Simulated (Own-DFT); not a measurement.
# Across the composition range of diamond-structure SiGe

These are calculations, not measurements. The program, named Own-DFT, is a retired in-house plane-wave density functional code that no person has reviewed. Each row is one single-point run on a periodic cell that was not relaxed, without spin or spin-orbit coupling.

Settings of every run: PBE; PseudoDojo norm-conserving scalar-relativistic files; cutoff 42 hartree; 5 x 5 x 5 k mesh centred on Gamma; Fermi-Dirac smearing of 0.1 eV.

Known limits, some of them of some rows only: forces on such cells failed a check on a denser k mesh; forces on such cells moved up to 12 meV/angstrom on a denser k mesh; forces on such cells passed a denser k mesh, each cell not checked; stress not checked against mesh or cutoff.

Each cell has 16 atoms, with Ge and Si placed at random on their shared sites; x is the share of Ge. Lattice constants follow the straight line between measured values of the end members, and atoms start on the ideal sites of that lattice. Every atom was also moved at random, by a Gaussian of width 0.03 Å on each axis. u is the rms move along one axis. dE is the free energy for each Ge or Si site above the straight-line part, a + b x, of the fit below.

| x | cell | u (Å) | volume (Å³/atom) | P (GPa) | dE (meV/site) |
|---|---|---|---|---|---|
| 0.125 | Ge2Si14 | 0.0336 | 20.340 | 2.29 | 13.4 |
| 0.125 | Ge2Si14 | 0.0255 | 20.340 | 2.15 | 7.1 |
| 0.125 | Ge2Si14 | 0.0262 | 20.340 | 2.20 | 9.1 |
| 0.125 | Ge2Si14 | 0.0313 | 20.340 | 2.15 | 9.1 |
| 0.250 | Ge4Si12 | 0.0326 | 20.659 | ? | ? |
| 0.500 | Ge8Si8 | 0.0303 | 21.306 | 2.74 | 21.4 |
| 0.500 | Ge8Si8 | 0.0265 | 21.306 | 2.67 | 17.3 |
| 0.500 | Ge8Si8 | 0.0284 | 21.306 | 2.75 | 25.8 |
| 0.500 | Ge8Si8 | 0.0282 | 21.306 | 2.74 | 24.2 |
| 0.750 | Ge12Si4 | 0.0283 | 21.966 | 3.21 | 14.6 |
| 0.750 | Ge12Si4 | 0.0320 | 21.966 | 3.27 | 17.5 |
| 0.750 | Ge12Si4 | 0.0270 | 21.966 | 3.26 | 16.3 |
| 0.750 | Ge12Si4 | 0.0318 | 21.966 | 3.33 | 20.1 |
| 0.875 | Ge14Si2 | 0.0263 | 22.302 | 3.54 | 4.6 |
| 0.875 | Ge14Si2 | 0.0327 | 22.302 | 3.64 | 12.1 |
| 0.875 | Ge14Si2 | 0.0235 | 22.302 | 3.61 | 8.2 |
| 0.875 | Ge14Si2 | 0.0349 | 22.302 | 3.70 | 15.3 |

## Worked fit

Fit E = a + b x + W x (1 - x) + k (u² - 0.03²) to the rows shown. It gives W = 93 ± 10 meV/site and k = 12 ± 3 eV/Å², with a scatter of 2.3 meV/site. Part of W is bond strain that relaxing the atoms would remove. The pressures follow P = 2.11 + 0.55 x + 1.34 x² GPa, with a scatter of 0.05.

## Withheld member

Question: what pressure and dE should the cell at x = 0.250 give?

The fits give 2.3 GPa and 19 meV/site. The calculation gave 2.49 GPa and 27.3 meV/site. This run lies off the fit, by chance or by something that the fit leaves out.
